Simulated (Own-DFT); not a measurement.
WC (WC crystal, strained, atoms displaced) (calculated)

Computed with Own-DFT development build. A calculation, not a measurement: plane-wave PBE density functional theory by an unreviewed code, no spin, of a simulated periodic cell, stress positive in tension, free energy of the whole cell less one offset for each atom, forces on such cells moved up to 12 meV/angstrom on a denser k mesh; offsets are fitted by least squares, one for each functional and potential file, so energies compare only between cells with the same atoms and settings and are not formation energies; the far tail of each file's local potential was reset to the Coulomb form; each entry is a single point on an unrelaxed cell, so the pressure reflects the starting lattice, taken from the Materials Project, from which strain is counted, and rises with the displacements; printed positions are rounded, which can move forces by about a meV/angstrom; the program is a retired in-house code; no spin-orbit coupling; before rounding, a Quantum ESPRESSO 7.3.1 run of the same cell and cutoff gave forces within 1 meV/angstrom rms on each cell, which checks the program and not the settings.

```yaml
- formula: WC
  kind: "WC crystal, strained, atoms displaced"
  structure:
    cell_angstrom:
      - [5.7129, -4.9517, -2.7006]
      - [0.0483, -5.0536, 8.3824]
      - [-5.9467, -5.1264, -2.8704]
    atoms_fractional:
      - [W, 0.68807, 0.86915, 0.93372]
      - [C, 0.68957, 0.96228, 0.68775]
      - [W, 0.37473, 0.75358, 0.88568]
      - [C, 0.37615, 0.83704, 0.62204]
      - [W, 0.19548, 0.37798, 0.93743]
      - [C, 0.18754, 0.46025, 0.68852]
      - [W, 0.05906, 0.62656, 0.8108]
      - [C, 0.05723, 0.70898, 0.55375]
      - [W, 0.93153, 0.87387, 0.70494]
      - [C, 0.93167, 0.9618, 0.43959]
      - [W, 0.88016, 0.25326, 0.87203]
      - [C, 0.87236, 0.32685, 0.62993]
      - [W, 0.75729, 0.49976, 0.74971]
      - [C, 0.7516, 0.58353, 0.49525]
      - [W, 0.62828, 0.75233, 0.62562]
      - [C, 0.63335, 0.83558, 0.37276]
      - [W, 0.57026, 0.12345, 0.8126]
      - [C, 0.57483, 0.20779, 0.57884]
      - [W, 0.43682, 0.37328, 0.68873]
      - [C, 0.4316, 0.45929, 0.44795]
      - [W, 0.31462, 0.62744, 0.56975]
      - [C, 0.31584, 0.71177, 0.3043]
      - [W, 0.17891, 0.86615, 0.4289]
      - [C, 0.17818, 0.96069, 0.1852]
      - [W, 0.2625, 0.99625, 0.74314]
      - [C, 0.24522, 0.07264, 0.50295]
      - [W, 0.12514, 0.25437, 0.61123]
      - [C, 0.11934, 0.33326, 0.38575]
      - [W, 0.00244, 0.48827, 0.49848]
      - [C, 0.00699, 0.58389, 0.25003]
      - [W, 0.8727, 0.75015, 0.37244]
      - [C, 0.87919, 0.83218, 0.13441]
      - [W, 0.81398, 0.12925, 0.55542]
      - [C, 0.80162, 0.20019, 0.3109]
      - [W, 0.6923, 0.36741, 0.44592]
      - [C, 0.68356, 0.46162, 0.19372]
      - [W, 0.56417, 0.63478, 0.30682]
      - [C, 0.56135, 0.71387, 0.06831]
      - [W, 0.4403, 0.8762, 0.19651]
      - [C, 0.44252, 0.94629, 0.9407]
      - [W, 0.49217, 0.99766, 0.49287]
      - [C, 0.50005, 0.08257, 0.2492]
      - [W, 0.37402, 0.2484, 0.3764]
      - [C, 0.37163, 0.33132, 0.12007]
      - [W, 0.25535, 0.5048, 0.24558]
      - [C, 0.25779, 0.58826, 0.0052]
      - [W, 0.12927, 0.75531, 0.12684]
      - [C, 0.12883, 0.83075, 0.87841]
      - [W, 0.06023, 0.12593, 0.31666]
      - [C, 0.06068, 0.20075, 0.06608]
      - [W, 0.93705, 0.38445, 0.18389]
      - [C, 0.94863, 0.45603, 0.94186]
      - [W, 0.80776, 0.62505, 0.06399]
      - [C, 0.81961, 0.71497, 0.79882]
      - [W, 0.75189, 0.99664, 0.25148]
      - [C, 0.75264, 0.08701, 0.00751]
      - [W, 0.6194, 0.24393, 0.13305]
      - [C, 0.62398, 0.32927, 0.88177]
      - [W, 0.49915, 0.49828, 0.99438]
      - [C, 0.49534, 0.57676, 0.7463]
      - [W, 0.3034, 0.1241, 0.05255]
      - [C, 0.32148, 0.20289, 0.80932]
      - [W, 0.99663, 0.00311, 0.00365]
      - [C, 0.99196, 0.08784, 0.7524]
  settings:
    functional: PBE
    potential_files: "PseudoDojo norm-conserving, scalar-relativistic, standard set"
    "wave_cutoff [hartree]": 50.0
    occupations: "cold (Marzari-Vanderbilt)"
    "smearing_width [eV]": 0.2
    k_mesh: "4 x 4 x 4 centred on Gamma"
  results:
    "free_energy_of_cell_above_offsets [eV]": "-0.771"
    "pressure [GPa]": 15.79
    "stress_xx [GPa]": -11.04
    "stress_yy [GPa]": -10.58
    "stress_zz [GPa]": -25.74
    "stress_yz [GPa]": -0.89
    "stress_xz [GPa]": 8.92
    "stress_xy [GPa]": 7.43
    force_element: [W, C, W, C, W, C, W, C, W, C, W, C, W, C, W, C, W, C, W, C, W, C, W, C, W, C, W, C, W, C, W, C, W, C, W, C, W, C, W, C, W, C, W, C, W, C, W, C, W, C, W, C, W, C, W, C, W, C, W, C, W, C, W, C]
    "force_x [eV/angstrom]": [-0.79, -0.234, 2.339, -0.04, -0.555, -0.12, 1.057, -0.753, 5.517, 0.376, -1.609, 0.604, -0.901, -0.541, 0.123, -1.581, -1.296, -0.203, 0.608, 1.474, 0.719, -1.109, -0.636, 0.348, -3.52, 0.537, -2.527, 3.1, -0.991, -0.54, 0.355, 0.541, -1.558, 0.642, 0.018, 0.423, -1.498, 0.717, 1.308, -0.458, 0.655, -0.798, 0.138, -0.607, -1.003, -0.437, -0.181, -0.476, 0.927, -0.191, -0.513, -0.502, 1.438, -2.996, 0.069, 0.05, 2.024, 0.691, -0.064, 0.122, 0.68, -0.742, 1.028, 1.34]
    "force_y [eV/angstrom]": [-2.313, 0.853, 2.312, 0.703, 1.66, -0.011, -1.147, -0.753, -0.137, 0.13, -0.297, -0.784, 0.804, -0.003, 1.428, 0.384, 0.041, 2.476, -0.396, 0.305, 1.894, -0.32, -3.371, -0.992, 0.411, -0.084, -1.843, 1.641, -2.021, 0.426, -0.925, 1.276, -0.187, -1.86, 1.058, 0.525, 0.323, 0.677, 1.821, -0.928, -2.741, 0.498, -0.427, -0.771, 0.029, 1.217, 1.952, -0.034, 0.985, -0.742, 0.755, 0.605, -0.753, 1.029, 0.177, 1.157, -0.435, -0.137, -1.869, -2.007, -2.454, 0.427, 1.041, -0.277]
    "force_z [eV/angstrom]": [0.834, -0.301, -1.107, -1.084, -0.148, -0.056, -1.374, -1.33, 2.954, -1.039, -1.12, 1.182, 0.834, -0.523, -0.133, 0.181, -0.334, 1.599, -0.272, -0.03, 0.573, -0.914, 1.143, -0.597, 1.782, 1.505, -5.058, 0.385, 5.031, 0.444, -1.623, 0.86, -3.821, 0.679, 4.472, -0.418, -4.132, -0.508, 2.366, 2.497, -0.836, 0.242, 0.473, -0.382, -1.724, 0.13, -0.556, 0.969, 0.147, 2.192, -3.272, 1.621, -0.274, -2.322, 1.107, -0.018, 2.345, 0.391, -0.763, 0.358, -2.236, 0.897, -0.79, -1.1]
```
